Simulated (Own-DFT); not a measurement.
SiC (4H silicon carbide, atoms displaced) (calculated)

A calculation, not a measurement: plane-wave PBE density functional theory by an unreviewed code, no spin, of a simulated periodic cell, stress positive in tension, free energy of the whole cell less one offset for each atom, forces on such cells passed a denser k mesh, this cell's mesh not checked; offsets are fitted by least squares, one for each functional and potential file, so energies compare only between cells with the same atoms and settings and are not formation energies; the far tail of each file's local potential was reset to the Coulomb form; each entry is a single point on an unrelaxed cell, so the pressure reflects the starting lattice, mostly measured values (interpolated for alloys), from which strain is counted, and rises with the displacements; printed positions are rounded, which can move forces by about a meV/angstrom; the program, named Own-DFT, is a retired in-house code; no spin-orbit coupling. Program: Own-DFT development build.

```yaml
- formula: SiC
  kind: "4H silicon carbide, atoms displaced"
  structure:
    cell_angstrom: [[6.1654, 0.0, 0.0], [-3.0827, 5.3394, 0.0], [0.0, 0.0, 10.0681]]
    atoms_fractional:
      - [Si, 0.98326, 0.98028, 0.40015]
      - [Si, 0.17429, 0.32594, 0.15197]
      - [C, 0.99466, 0.00515, 0.10367]
      - [C, 0.18945, 0.34337, 0.34336]
      - [Si, 0.98804, 0.48, 0.39419]
      - [Si, 0.14512, 0.81974, 0.15173]
      - [C, 0.01026, 0.49695, 0.1025]
      - [C, 0.15906, 0.82981, 0.34863]
      - [Si, 0.50842, 0.99547, 0.40274]
      - [Si, 0.67194, 0.33253, 0.14885]
      - [C, 0.48632, 0.98575, 0.09413]
      - [C, 0.66945, 0.32605, 0.35055]
      - [Si, 0.51084, 0.51322, 0.41261]
      - [Si, 0.67045, 0.84053, 0.1559]
      - [C, 0.49486, 0.50161, 0.09578]
      - [C, 0.64628, 0.85161, 0.33777]
      - [Si, 0.99472, 0.98088, 0.906]
      - [Si, 0.81432, 0.65949, 0.65748]
      - [C, 0.01794, 0.9991, 0.59857]
      - [C, 0.83857, 0.67461, 0.84117]
      - [Si, 0.00294, 0.50545, 0.90516]
      - [Si, 0.84777, 0.16494, 0.6607]
      - [C, 0.98838, 0.49251, 0.58874]
      - [C, 0.816, 0.15228, 0.8455]
      - [Si, 0.49477, 0.99498, 0.90398]
      - [Si, 0.33503, 0.66979, 0.65769]
      - [C, 0.49212, 0.99875, 0.58957]
      - [C, 0.33465, 0.66665, 0.84415]
      - [Si, 0.51274, 0.50405, 0.90824]
      - [Si, 0.34448, 0.17483, 0.65976]
      - [C, 0.49258, 0.50611, 0.60208]
      - [C, 0.32738, 0.17037, 0.83668]
  settings:
    functional: PBE
    potential_files: "PseudoDojo norm-conserving, scalar-relativistic, standard set"
    "wave_cutoff [hartree]": 42.0
    occupations: Fermi-Dirac
    "smearing_width [eV]": 0.1
    hardware: "one NVIDIA H100"
    k_mesh: "5 x 5 x 3 centred on Gamma"
  results:
    "pressure [GPa]": null
```

Questions
1. What pressure does the calculation give for SiC (4H silicon carbide, atoms displaced)?
2. Give the table of force values for SiC (4H silicon carbide, atoms displaced).

Answers
1. 5.39 GPa
2. 
Force:
| element | x (eV/Å) | y (eV/Å) | z (eV/Å) |
| --- | --- | --- | --- |
| Si | 0.779 | 2.683 | 1.639 |
| Si | -0.535 | 1.441 | 2.442 |
| C | 0.995 | -1.715 | -2.859 |
| C | -1.281 | -1.809 | -0.371 |
| Si | 2.125 | 2.317 | 2.477 |
| Si | 1.806 | 1.643 | 2.628 |
| C | -1.378 | -0.756 | -2.633 |
| C | 0.432 | -1.053 | -1.831 |
| Si | -6.431 | 2.277 | 2.852 |
| Si | -0.97 | -0.998 | 1.831 |
| C | -0.239 | 1.325 | -0.865 |
| C | -2.162 | 0.521 | -2.277 |
| Si | -0.225 | -1.044 | -0.789 |
| Si | -1.861 | -1.055 | -0.212 |
| C | 2.385 | 0.423 | -1.016 |
| C | 6.703 | -3.863 | -0.517 |
| Si | -1.109 | 3.674 | 0.428 |
| Si | 3.049 | 1.127 | -1.103 |
| C | -2.263 | -0.674 | -1.07 |
| C | 0.265 | -2.349 | 0.93 |
| Si | 0.56 | -1.557 | 0.166 |
| Si | -1.486 | -0.145 | -1.62 |
| C | 0.589 | 0.164 | 0.995 |
| C | 1.775 | 1.428 | 0.632 |
| Si | -0.826 | 0.167 | 0.435 |
| Si | -2.498 | 0.352 | -0.647 |
| C | 1.958 | 0.199 | 0.888 |
| C | 0.087 | -0.449 | 0.293 |
| Si | -1.692 | -0.534 | -0.388 |
| Si | -0.168 | -1.178 | -2.111 |
| C | 0.741 | -0.338 | -1.505 |
| C | 0.871 | -0.227 | 3.178 |

Further results for SiC (4H silicon carbide, atoms displaced):

| Item | Value |
| --- | --- |
| free energy of cell above offsets | -1.810 eV |
| stress xx | -6.58 GPa |
| stress yy | -5.47 GPa |
| stress zz | -4.11 GPa |
| stress yz | -1.47 GPa |
| stress xz | 2.13 GPa |
| stress xy | 0.19 GPa |
| wall time | 125.3 s |
